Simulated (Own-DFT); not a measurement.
# How strain changes the stress of 4H SiC, 72 atoms (C36Si36)

Calculated results; nothing here was measured. They come from Own-DFT, an in-house plane-wave density functional program, since retired, whose code no person has reviewed. Each row is one single-point run on a periodic cell that was not relaxed, without spin or spin-orbit coupling.

Settings of every run: PBE; PseudoDojo norm-conserving scalar-relativistic files; cutoff 42 hartree; 4 x 4 x 3 k mesh centred on Gamma; Fermi-Dirac smearing of 0.1 eV.

Known limits: forces on such cells passed a denser k mesh, each cell not checked; stress not checked against mesh or cutoff.

Unstrained cell vectors in Å: (9.248, 0.000, 0.000); (-4.624, 8.009, 0.000); (0.000, 0.000, 10.068). The unstrained cell has measured lattice constants (interpolated for alloys), not those of this functional. That, the random moves and any unrelaxed bonds set the pressure at no strain. Each run strains this cell uniformly, with the atoms carried along. Every atom was also moved at random, by a Gaussian of width 0.05 Å on each axis. Strain is the symmetric tensor, in per cent. Stress is positive in tension, and the pressure is minus a third of its trace.

```
run,e_xx (%),e_yy (%),e_zz (%),e_yz (%),e_xz (%),e_xy (%),s_xx (GPa),s_yy (GPa),s_zz (GPa),s_yz (GPa),s_xz (GPa),s_xy (GPa),P (GPa),E (meV/atom)
1,0.81,0.38,-1.33,-0.15,1.70,1.14,-0.14,-2.43,-15.52,-1.16,6.04,5.48,6.03,16.6
2,0.31,-0.71,1.48,1.36,0.12,0.32,-5.66,-5.98,2.31,4.02,0.18,1.00,3.11,8.3
3,-0.08,0.85,0.04,0.78,1.19,-0.97,-4.66,0.34,-6.29,2.24,2.87,-5.52,3.54,2.9
4,1.92,0.90,-0.06,1.86,-1.77,0.42,5.15,2.43,-5.69,5.18,-5.29,0.98,-0.63,10.1
5,1.38,-1.82,-1.98,-1.05,0.69,-0.61,2.18,-16.78,-21.52,-3.72,2.42,-2.53,12.04,41.3
6,-0.51,0.40,-1.93,1.13,0.16,0.83,-9.74,-2.53,-21.72,3.57,0.49,4.71,11.33,49.9
7,-1.56,0.25,1.79,1.08,-1.53,1.58,-11.79,-4.68,3.81,2.72,-4.93,6.55,4.22,2.4
8,-1.49,1.42,1.00,1.32,-0.49,0.21,-13.77,2.06,-0.33,4.74,-3.59,2.87,4.02,25.3
9,1.00,-0.13,0.83,0.54,1.39,0.72,1.65,-4.07,-1.36,1.60,4.26,3.28,1.26,0.0
10,0.94,-0.62,1.94,-0.30,-1.67,-0.59,-0.05,-5.89,4.16,-0.96,-4.91,-2.18,0.59,5.7
11,-1.18,-1.68,0.52,-0.98,1.55,0.61,-14.24,-15.93,-4.01,-3.90,6.88,3.85,11.39,30.4
12,1.60,-1.87,1.42,1.67,-0.96,0.20,3.81,-14.47,0.84,5.33,-3.16,0.97,3.27,15.3
13,-1.17,0.58,1.17,0.54,0.17,-1.26,-12.63,-1.35,0.17,2.57,1.22,-6.35,4.60,19.8
14,-0.88,0.58,-0.18,-0.50,0.22,-0.66,-6.64,-4.10,-7.32,-1.58,1.07,-2.57,6.02,0.2
15,-0.80,1.33,-1.56,0.51,1.29,0.60,-9.52,1.01,-16.95,1.98,4.43,2.89,8.49,33.0
16,-1.89,1.03,1.91,1.57,0.27,-0.27,-15.73,0.02,4.48,5.56,1.56,-2.48,3.74,22.4
17,-0.05,0.35,-1.59,-0.42,1.21,0.46,?,?,?,?,?,?,?,?
```

E is the free energy for each atom above the lowest run shown.

## Worked fit

Each stress component was fitted by least squares to a constant and the strains of the runs shown, as fractions, with shears doubled. Shear strains stay in the fit of a normal stress only where such slopes are resolved. The slopes, in GPa:

| stress | at no strain | per e_xx | per e_yy | per e_zz | scatter |
|---|---|---|---|---|---|
| s_xx | -5.2 | 577 ± 38 | 54 ± 43 | 11 ± 31 | 1.58 |
| s_yy | -4.9 | 113 ± 26 | 608 ± 29 | 65 ± 21 | 1.05 |
| s_zz | -7.4 | 31 ± 22 | 64 ± 24 | 659 ± 18 | 0.90 |

Each shear stress against twice its own strain: yz 169 ± 8, xz 161 ± 13, xy 241 ± 16 GPa. These are stiffnesses along x, y and z of the frame in which the cell vectors are given, which need not be the crystal's axes. The atoms are held to the strained lattice; where symmetry lets them move under strain, relaxing them would lower some slopes. The table should be nearly symmetric about its diagonal, and what it lacks of that shows the noise. A ninth of its sum, 243 ± 7 GPa, estimates the bulk modulus near the mean pressure of these runs, 5.2 GPa, so it lies above the value at zero pressure.

## Withheld run

Question: what normal stresses and pressure should run 17 give?

The fit gives s_xx = -5.5, s_yy = -3.9, s_zz = -17.6 and P = 9.0 GPa. The calculation gave -4.44, -4.85, -14.65 and P = 7.98 GPa.
